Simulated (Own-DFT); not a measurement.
# Response to strain: wurtzite GaN, 72 atoms (Ga36N36)

All numbers below are calculated, not measured. The program, named Own-DFT, is a retired in-house plane-wave density functional code that no person has reviewed. Each row is one single-point run on a periodic cell that was not relaxed, without spin or spin-orbit coupling.

Settings of every run: PBE; PseudoDojo norm-conserving scalar-relativistic files (stringent for Ga); cutoff 96 hartree; 4 x 4 x 3 k mesh centred on Gamma; Gaussian smearing of 0.01 eV.

Known limits: forces not confirmed at this smearing and k mesh; stress not checked against mesh or cutoff.

Unstrained cell vectors in Å: (9.567, 0.000, 0.000); (-4.784, 8.285, 0.000); (0.000, 0.000, 10.370). The unstrained cell has measured lattice constants (interpolated for alloys), not those of this functional. That, the random moves and any unrelaxed bonds set the pressure at no strain. Each run strains this cell uniformly, with the atoms carried along. Every atom was also moved at random, by a Gaussian of width 0.05 Å on each axis. Strain is the symmetric tensor, in per cent. Stress is positive in tension, and the pressure is minus a third of its trace.

| run | e_xx (%) | e_yy (%) | e_zz (%) | e_yz (%) | e_xz (%) | e_xy (%) | s_xx (GPa) | s_yy (GPa) | s_zz (GPa) | s_yz (GPa) | s_xz (GPa) | s_xy (GPa) | P (GPa) | E (meV/atom) |
|---|---|---|---|---|---|---|---|---|---|---|---|---|---|---|
| 1 | 1.10 | -0.29 | 0.95 | 1.87 | -0.70 | -1.82 | -3.58 | -8.83 | -1.92 | 4.57 | -0.78 | -7.11 | 4.78 | 30.7 |
| 2 | 0.10 | 1.66 | -0.74 | -1.25 | 1.25 | -1.41 | -6.75 | -0.46 | -9.80 | -2.21 | 3.42 | -4.01 | 5.67 | 20.5 |
| 3 | 1.57 | 0.75 | -0.37 | -0.14 | -0.53 | 1.92 | -0.11 | -3.98 | -6.44 | -0.15 | -0.64 | 5.37 | 3.51 | 6.7 |
| 4 | -0.31 | -1.27 | 1.82 | -1.72 | -1.29 | 0.63 | -7.99 | -11.51 | -0.66 | -3.08 | -1.63 | 2.45 | 6.72 | 13.9 |
| 5 | -1.09 | -0.12 | -1.11 | 1.88 | 0.82 | 0.67 | -14.16 | -7.82 | -14.61 | 4.00 | 1.50 | 3.14 | 12.19 | 28.9 |
| 6 | -1.40 | 0.56 | -1.10 | -0.29 | 1.87 | -0.34 | -14.57 | -7.70 | -12.44 | 0.01 | 4.08 | -1.20 | 11.57 | 40.1 |
| 7 | -1.74 | 0.94 | -1.62 | -1.62 | 1.51 | 0.35 | -13.45 | -5.90 | -16.56 | -4.00 | 2.79 | -0.15 | 11.97 | 22.0 |
| 8 | 0.09 | 0.97 | -0.95 | 0.50 | -0.91 | -1.01 | -6.33 | -5.89 | -9.07 | 0.72 | -2.52 | -4.53 | 7.10 | 13.8 |
| 9 | -0.84 | 0.09 | 0.34 | 0.75 | 0.06 | 0.51 | -11.57 | -6.86 | -5.81 | 1.90 | 0.28 | 1.46 | 8.08 | 10.7 |
| 10 | -1.84 | 0.32 | -0.26 | 0.13 | 1.17 | 1.28 | -16.19 | -8.77 | -9.67 | 0.52 | 2.07 | 4.33 | 11.54 | 42.3 |
| 11 | -1.06 | 1.20 | -1.94 | 0.20 | -0.19 | -0.42 | -13.02 | -3.27 | -18.13 | 0.77 | -0.84 | -1.83 | 11.47 | 43.9 |
| 12 | 1.08 | 0.85 | 1.46 | 1.10 | 0.54 | 0.14 | 0.01 | -3.33 | 0.74 | 1.45 | 0.87 | 0.70 | 0.86 | 7.1 |
| 13 | 0.52 | 1.70 | -1.58 | 1.15 | -0.47 | 0.93 | -3.80 | -1.36 | -13.27 | 2.27 | -1.22 | 3.14 | 6.14 | 16.6 |
| 14 | -0.44 | 0.66 | -0.57 | 1.16 | 0.58 | 0.05 | -9.08 | -5.32 | -9.45 | 2.25 | 1.71 | -0.91 | 7.95 | 22.3 |
| 15 | 1.90 | 0.65 | 1.44 | 1.61 | -0.31 | -0.38 | 3.03 | -1.78 | -0.64 | 3.49 | 0.05 | -1.80 | -0.20 | 0.0 |
| 16 | -0.12 | -1.71 | -1.74 | 0.93 | -0.24 | -1.82 | -11.67 | -16.38 | -17.91 | 1.41 | -1.25 | -5.96 | 15.32 | 50.4 |
| 17 | -1.55 | 0.96 | 1.89 | -1.47 | -0.88 | -0.02 | ? | ? | ? | ? | ? | ? | ? | ? |

E is the free energy for each atom above the lowest run shown.

## Worked fit

Each stress component was fitted by least squares to a constant and the strains of the runs shown, as fractions, with shears doubled. Shear strains stay in the fit of a normal stress only where such slopes are resolved. The slopes, in GPa:

| stress | at no strain | per e_xx | per e_yy | per e_zz | scatter |
|---|---|---|---|---|---|
| s_xx | -7.6 | 439 ± 25 | 128 ± 28 | 85 ± 25 | 0.95 |
| s_yy | -7.7 | 55 ± 29 | 421 ± 32 | 63 ± 28 | 1.09 |
| s_zz | -7.6 | 77 ± 30 | 91 ± 34 | 473 ± 29 | 1.14 |

Each shear stress against twice its own strain: yz 103 ± 7, xz 108 ± 10, xy 169 ± 11 GPa. These are stiffnesses along x, y and z of the frame in which the cell vectors are given, which need not be the crystal's axes. The atoms are held to the strained lattice; where symmetry lets them move under strain, relaxing them would lower some slopes. The table should be nearly symmetric about its diagonal, and what it lacks of that shows the noise. A ninth of its sum, 204 ± 4 GPa, estimates the bulk modulus near the mean pressure of these runs, 7.8 GPa, so it lies above the value at zero pressure.

## Withheld run

Question: what normal stresses and pressure should run 17 give?

The fit gives s_xx = -11.6, s_yy = -3.3, s_zz = 1.0 and P = 4.6 GPa. The calculation gave -11.62, -3.54, -0.09 and P = 5.08 GPa.
